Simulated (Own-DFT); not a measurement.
Simulation results for Hf$_{36}$O$_{71}$ (tetragonal hafnia with one neutral oxygen vacancy, atoms displaced)

All values are calculated (Own-DFT development build). A calculation, not a measurement: plane-wave PBE and HSE06 DFT by an unreviewed code, no spin, of a simulated cell at Gamma alone, so results move with cell size and shape, stress positive in tension, energies less offsets, not probed for a lower state with spin; hafnium file: forces about 75 meV/angstrom off all-electron values; oxygen file: force components 24 meV/angstrom off all-electron in a glass; k mesh not checked against a denser one; forces and stress are PBE's, HSE06 gives the energy alone, and its difference from PBE has offsets of its own; offsets are fitted by least squares, one for each functional and potential file, so energies compare only between cells with the same atoms and settings and are not formation energies; the far tail of each file's local potential was reset to the Coulomb form; each entry is a single point on an unrelaxed cell, so the pressure reflects the starting lattice, taken from the Materials Project, from which strain is counted, and rises with the displacements; printed positions are rounded, which can move forces by about a meV/angstrom; the program is a retired in-house code; no spin-orbit coupling.

```xyz
107
Lattice="10.7800 0.0000 0.0000 0.0000 10.7800 0.0000 0.0000 0.0000 10.4493" Properties=species:S:1:pos:R:3:force_x:R:1:force_y:R:1:force_z:R:1 formula=Hf36O71 first_functional=PBE second_functional=HSE06 exact_exchange_share=0.25 screening=0.11 exchange_divergence=Gygi-Baldereschi potential_files=PseudoDojo_norm-conserving,scalar-relativistic,made_for_PBE,standard_set wave_cutoff=48 occupations=fixed k_mesh=1_x_1_x_1_centred_on_Gamma PBE_energy_of_cell_above_offsets=-86.334 HSE06_less_PBE_above_offsets=0.660 PBE_pressure=5.52 PBE_stress_xx=-5.23 PBE_stress_yy=-5.68 PBE_stress_zz=-5.64 PBE_stress_yz=0.47 PBE_stress_xz=-0.35 PBE_stress_xy=-0.32
Hf     0.0596     0.0570    10.3301     -0.726     -0.625      4.257
Hf     2.0359     1.8202     2.6573     -5.745      -0.41     -0.782
O      0.0071     1.7262     1.5250      0.773      0.352      0.942
O      1.9307    10.7485     3.4347     -0.268     -0.473      2.565
O      0.1948     1.7414     4.1401     -0.561     -0.402      1.721
O      1.8256    10.6604     1.0904     -0.648      0.697     -2.499
Hf     0.1297    10.7331     5.2761      -4.56     -0.163     -3.011
Hf     1.6902     1.8040     7.7663      3.786      1.236      2.372
O     10.7670     1.8210     6.9425     -1.063      -0.91     -2.175
O      1.9639    10.7524     8.8150     -1.753      2.743       0.47
O     10.7793     1.8328     9.4878      0.062     -0.278     -2.075
O      1.7628     0.0061     6.2230      1.162     -0.015      1.393
Hf    10.6673     3.6806     0.0051      2.977      0.858      0.646
Hf     1.8737     5.3329     2.6217     -0.786       1.08     -1.643
O      0.0629     5.3427     1.6464     -1.465      -0.36     -0.146
O      1.8670     3.6405     3.6868      0.405     -1.702      0.384
O     10.7499     5.3752     4.1802     -0.379     -1.199      1.183
O      1.8879     3.6993     1.1201     -1.587       -1.7     -0.759
Hf     0.0223     3.5235     5.1995     -2.324      2.719       -1.4
Hf     2.0717     5.2713     7.7984     -6.131      2.075      3.135
O      0.1266     5.3416     6.8089      -1.38      0.503      0.967
O      1.8643     3.5664     8.8958     -0.612      -0.07     -0.718
O     10.7710     5.5606     9.5696      -1.04     -5.414     -2.207
O      1.6595     3.6596     6.2062      3.027     -1.333      1.023
Hf     0.0871     7.1435     0.0299     -0.428      2.274      0.488
Hf     1.6597     8.8690     2.5404      3.862     -0.173      0.535
O      0.0410     8.7619     1.5571     -3.206      1.187      0.982
O      1.7314     7.0545     3.6722       0.46      1.714     -0.446
O     10.6561     8.9362     4.2699      0.971      1.907     -1.264
O      1.7870     7.1953     0.9748      2.223      0.125      1.971
Hf    10.7501     7.2699     5.3026      3.078     -3.588     -1.129
Hf     1.7178     9.1142     7.8782      2.429     -5.196      -0.78
O     10.7154     8.9374     6.7773      1.156      1.366      0.825
O      1.8654     7.0764     9.0193       0.03      0.634      -2.57
O     10.6954     8.9375     9.4948      1.097      2.006     -1.762
O      1.8365     7.3012     6.2456      0.821     -0.467      0.264
Hf     3.6511     0.1085     0.0226     -0.742     -1.916     -0.024
Hf     5.3398     1.7643     2.7029      3.246      0.431     -2.262
O      3.5771     1.8129     1.5337      2.301     -0.548     -0.336
O      5.3942    10.7265     3.5347      0.125      0.382      0.667
O      3.5553     1.7543     4.3315      0.369      3.335     -3.986
O      5.4724     0.0533     0.8187     -1.518      0.189          2
Hf     3.5561     0.1066     5.1865      0.342     -6.535      1.248
Hf     5.2079     1.7991     7.8893      1.126      -1.75     -1.644
O      3.5273     1.8033     6.6912     -0.143      0.469      0.838
O      5.3055    10.7718     8.8953      0.372     -0.424     -1.177
O      3.5708     1.8619     9.2828      0.116     -1.045      1.165
O      5.2821    10.6219     6.1692      1.711      1.208       0.56
Hf     3.5962     3.6702     0.0497     -0.178     -0.336      0.215
Hf     5.5197     5.3984     2.6511     -2.732     -1.095     -2.025
O      3.5913     5.2950     1.3220      0.997      0.863      4.207
O      5.3457     3.5766     3.6770      0.469     -0.198      0.724
O      3.5829     5.3183     4.1586      0.741      1.602     -0.117
O      5.4655     3.5236     1.0933     -0.337      0.681      -0.66
Hf     3.4927     3.6323     5.1372      0.743      0.018      1.889
Hf     5.5125     5.3910     7.9408     -0.767      -0.95     -0.544
O      3.6329     5.1983     6.8515      3.583     -0.258     -2.409
O      5.3719     3.4536     8.7848       0.79      3.443      0.627
O      3.6491     5.3641     9.5037      0.882       0.39      -3.17
Hf     3.5966     7.2924    10.3754     -1.077     -2.045      2.299
Hf     5.5408     8.8623     2.7143     -4.331       1.55      -2.23
O      3.6374     9.0054     1.6172      0.913     -0.475      0.371
O      5.3587     7.1338     3.5641      0.531     -0.757       2.78
O      3.6758     8.9753     4.2554      0.156     -1.058      0.339
O      5.3306     7.0503     1.1352      1.976      0.594     -0.879
Hf     3.6689     7.1019     5.2754     -2.219      3.344     -0.688
Hf     5.5454     8.9984     7.9006     -5.179      -0.05       0.32
O      3.7356     9.0318     6.7558     -1.833     -0.497      2.329
O      5.3682     7.1678     8.8300      0.565      0.748      1.325
O      3.4042     8.9425     9.5042      0.721      2.981     -1.333
O      5.3300     7.1250     6.3663      2.492     -0.813     -0.842
Hf     7.2103    10.7744    10.3580      1.144       0.63      1.692
Hf     8.9399     1.7527     2.6779      0.371     -2.483     -2.348
O      7.1612     1.8124     1.5228     -0.118      0.158      1.811
O      8.9255    10.7173     3.6181      0.205     -0.612     -0.383
O      7.1892     1.6828     4.2377     -0.941      1.344     -0.565
O      8.9173     0.0508     1.0180      1.566     -0.758     -0.664
Hf     7.0455    10.6977     5.2574      1.606      2.864     -0.448
Hf     9.0306     1.7799     7.8897      -3.36       0.69     -0.602
O      7.1356     1.8111     6.6724     -0.759      0.238      1.841
O      8.8434    10.7580     8.8905      1.774       1.28     -1.223
O      7.1981     1.7777     9.4225      0.266      0.925     -1.008
O      8.8811    10.7080     6.1867      1.561      0.202      0.771
Hf     7.2119     3.5430    10.4334     -0.618     -2.165      0.702
Hf     8.8634     5.2986     2.5890      5.987        0.2      1.929
O      7.2458     5.4204     1.6475      -2.16     -0.247     -2.233
O      8.9648     3.4772     3.5893     -0.222      1.544      0.599
O      7.3104     5.4613     4.1084     -1.737     -1.213      1.484
O      9.0095     3.4849     0.9600     -1.709      1.012      0.887
Hf     7.1040     3.6696     5.3004      0.718     -2.659     -0.107
Hf     8.9288     5.3548     7.7345      7.171      1.473       3.59
O      7.3706     5.3340     6.8393      -5.91      0.125     -3.004
O      9.0155     3.6157     8.8168      0.463     -0.656      0.544
O      7.2665     5.2903     9.4378     -1.249      1.315     -0.233
O      8.9656     3.5247     6.2733      0.302      0.182      -0.71
Hf     7.2141     7.1521     0.1021      0.638      0.577     -1.707
Hf     8.9312     8.8619     2.6185       2.19       1.48      -0.23
O      7.2002     9.0081     1.5872     -0.066     -1.189      0.117
O      8.9685     7.0898     3.7165     -0.516      1.275     -1.039
O      7.2073     8.9019     4.2480     -0.548        0.3     -0.573
O      9.0011     7.1074     0.9628      -1.03      0.037      1.675
Hf     7.2541     7.2226     5.2125      0.517     -1.897      1.091
Hf     8.9303     9.0530     7.8074      1.674     -1.662      2.109
O      7.1687     8.9574     6.9748      0.834     -0.392     -3.527
O      8.8707     7.2844     8.8999     -0.213     -1.873     -1.732
O      7.3673     8.9706     9.4581     -2.334     -0.407      0.333
O      9.0683     7.2003     6.2435     -3.368     -0.107      0.828
```

Units: screening in 1/bohr; wave_cutoff in hartree; PBE_energy_of_cell_above_offsets, HSE06_less_PBE_above_offsets in eV; PBE_pressure, PBE_stress_xx, PBE_stress_yy, PBE_stress_zz, PBE_stress_yz, PBE_stress_xz, PBE_stress_xy in GPa; force_x, force_y, force_z in eV/Å.
